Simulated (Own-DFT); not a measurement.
# Shaking the atoms of beta-Si3N4, 42 atoms (N24Si18)

These are calculations, not measurements. They come from Own-DFT, an in-house plane-wave density functional program, since retired, whose code no person has reviewed. Each row is one single-point run on a periodic cell that was not relaxed, without spin or spin-orbit coupling.

Settings of every run: PBE; PseudoDojo norm-conserving scalar-relativistic files; cutoff 42 hartree; 3 x 3 x 3 k mesh centred on Gamma; Fermi-Dirac smearing of 0.1 eV.

Known limits, some of them of some rows only: some atoms lie very close together; forces on such cells passed a denser k mesh, each cell not checked; stress not checked against mesh or cutoff.

Cell vectors in Å: (7.606, 0.000, 0.000); (-3.803, 6.587, 0.000); (0.000, 0.000, 8.727). In each run every atom was moved at random and independently from its ideal site; u is the rms move along one axis. E is the free energy for each atom above the fitted value at u = 0, and F the rms of the force components.

| run | u (Å) | E (meV/atom) | F (eV/Å) | largest force (eV/Å) | P (GPa) |
|---|---|---|---|---|---|
| 1 | 0.0176 | 17.1 | 0.890 | 2.93 | 5.56 |
| 2 | 0.0198 | 14.5 | 0.802 | 2.96 | 5.51 |
| 3 | 0.0213 | 23.5 | 0.996 | 3.32 | 5.66 |
| 4 | 0.0477 | 111.2 | 2.028 | 6.33 | 7.87 |
| 5 | 0.0479 | ? | ? | ? | ? |
| 6 | 0.0491 | 99.1 | 1.924 | 7.49 | 8.05 |
| 7 | 0.1014 | 515.0 | 4.381 | 11.76 | 19.79 |
| 8 | 0.1021 | 492.1 | 5.009 | 29.36 | 18.66 |
| 9 | 0.1451 | 969.7 | 6.645 | 29.84 | 31.13 |

## Worked fit

For small independent moves the energy grows as E = (3/2) K u², with K the mean stiffness felt by one atom. The runs with u up to 0.11 Å give K = 31.4 ± 1.5 eV/Å², with residuals divided by u² + 0.0006 Å², since the noise grows with the moves. The scatter is 10.7 meV/atom at u = 0.05 Å. The forces follow F = G u with G = 44.7 eV/Å²; no force at u = 0 is resolved. G exceeds K because the moves of its neighbours add to the force on an atom, and stiffness differs between atoms. At u = 0.145 Å the parabola gives 993 meV/atom and the run 970. The pressure follows P = 4.94 + 1375 u² GPa: at fixed volume, shortened bonds push harder than stretched ones pull.

## Withheld run

Question: what energy and rms force should run 5 give?

The fit gives 108 ± 11 meV/atom and about 2.14 eV/Å. The calculation gave 132.0 meV/atom and 2.242 eV/Å.
